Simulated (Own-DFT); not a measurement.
# Point defects and the pressure they add: L1_0 TiAl

Source: density functional calculations with Own-DFT, an unreviewed in-house program that is no longer used. Nothing was measured or relaxed, and spin and spin-orbit coupling are left out.

Settings: PBE; PseudoDojo norm-conserving scalar-relativistic files; cutoff 42 hartree; 4 x 4 x 4 k mesh centred on Gamma; cold (Marzari-Vanderbilt) smearing of 0.2 eV.

Known weak points: forces on such cells failed a check on a denser k mesh; stress not checked against mesh or cutoff.

All runs share one cell, with vectors in Å (5.622, 5.622, 0.000); (-5.622, 5.622, 0.000); (0.000, 0.000, 8.133) and a volume of 514.0 Å³. u is the rms random offset of the atoms per axis. The defect's site can differ from row to row.

| cell | formula | u (Å) | P (GPa) |
|---|---|---|---|
| no defect | Al16Ti16 | 0.0189 | 1.18 |
| no defect | Al16Ti16 | 0.0501 | 1.69 |
| no defect | Al16Ti16 | 0.0537 | 1.80 |
| two Al vacancies | Al14Ti16 | 0.0308 | -0.61 |
| two Al vacancies | Al14Ti16 | 0.0440 | -0.56 |
| two Al vacancies | Al14Ti16 | 0.0516 | 0.03 |
| one Ti vacancy | Al16Ti15 | 0.0257 | ? |
| one Ti vacancy | Al16Ti15 | 0.0265 | 0.47 |
| one Ti vacancy | Al16Ti15 | 0.0310 | 0.54 |
| one Ti vacancy | Al16Ti15 | 0.0324 | 0.68 |

## Working it out

P = P0 + c u² + a shift for each defect gives P0 = 1.02 GPa, c = 280 ± 58 GPa/Å² and a scatter of 0.13 GPa. The shifts, and each times the cell's volume:

- one Ti vacancy: -0.71 ± 0.12 GPa, -2.3 eV
- two Al vacancies: -1.92 ± 0.11 GPa, -6.2 eV (-3.1 eV for each of its 2 sites)

Against the defect-free cell, a freed cell would be larger where the shift is positive and smaller where it is negative (160.2 GPa Å³ is 1 eV). The atoms around the defects weren't relaxed, which would change these numbers.

## Withheld run

Question: what pressure belongs in the blank (one Ti vacancy, u = 0.0257 Å)?

The fitted form gives 0.49 ± 0.15 GPa. DFT gave 0.49 GPa.
